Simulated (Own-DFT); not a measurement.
# Response to strain: wurtzite AlGaN with randomly placed atoms, 72 atoms (Al27Ga9N36)

All numbers below are calculated, not measured. The program, named Own-DFT, is a retired in-house plane-wave density functional code that no person has reviewed. Each row is one single-point run on a periodic cell that was not relaxed, without spin or spin-orbit coupling.

Settings of every run: PBE; PseudoDojo norm-conserving scalar-relativistic files (stringent for Ga); cutoff 96 hartree; 4 x 4 x 3 k mesh centred on Gamma; Gaussian smearing of 0.01 eV.

Known limits: forces on such cells passed a denser k mesh, each cell not checked; stress not checked against mesh or cutoff.

Unstrained cell vectors in Å: (9.394, 0.000, 0.000); (-4.697, 8.135, 0.000); (0.000, 0.000, 10.066). The unstrained cell has measured lattice constants (interpolated for alloys), not those of this functional. That, the random moves and any unrelaxed bonds set the pressure at no strain. Each run strains this cell uniformly, with the atoms carried along. Every atom was also moved at random, by a Gaussian of width 0.05 Å on each axis. The random placing of the alloy's atoms differs from row to row. Strain is the symmetric tensor, in per cent. Stress is positive in tension, and the pressure is minus a third of its trace.

| run | e_xx (%) | e_yy (%) | e_zz (%) | s_xx (GPa) | s_yy (GPa) | s_zz (GPa) | P (GPa) | E (meV/atom) |
|---|---|---|---|---|---|---|---|---|
| 1 | 0.00 | 0.00 | -1.75 | -8.21 | -5.97 | -16.47 | 10.22 | 32.6 |
| 2 | 0.00 | 0.00 | 1.75 | -5.01 | -4.20 | 0.43 | 2.93 | 15.3 |
| 3 | 0.00 | 0.00 | 2.25 | -2.58 | -5.42 | 2.69 | 1.77 | 0.3 |
| 4 | 0.00 | 0.00 | 2.75 | -7.21 | -3.33 | 5.18 | 1.79 | 34.8 |
| 5 | 0.00 | 0.00 | 1.25 | -5.78 | -4.81 | -0.80 | 3.80 | 8.8 |
| 6 | 0.00 | 0.00 | 0.75 | -3.53 | -4.78 | -4.95 | 4.42 | 0.0 |
| 7 | 0.00 | 0.00 | -0.50 | -5.77 | -5.75 | -9.87 | 7.13 | 11.9 |
| 8 | 0.00 | 0.00 | -0.75 | -6.64 | -6.98 | -10.45 | 8.02 | 22.9 |
| 9 | 0.00 | 0.00 | 0.25 | ? | ? | ? | ? | ? |

E is the free energy for each atom above the lowest run shown.

## Worked fit

The change of volume is close to e_xx + e_yy + e_zz. A straight line through the runs shown gives P = 6.41 - 195 x (fractional change of volume) GPa, with an error of 11 on the slope and a scatter of 0.44 GPa. The strain isn't the same on all axes and the cell isn't cubic, so the slope belongs to this path and is not the bulk modulus.

## Withheld run

Question: what pressure should run 9 give? Its volume changes by 0.25 %.

The line gives 5.9 GPa. The calculation gave 6.08 GPa.
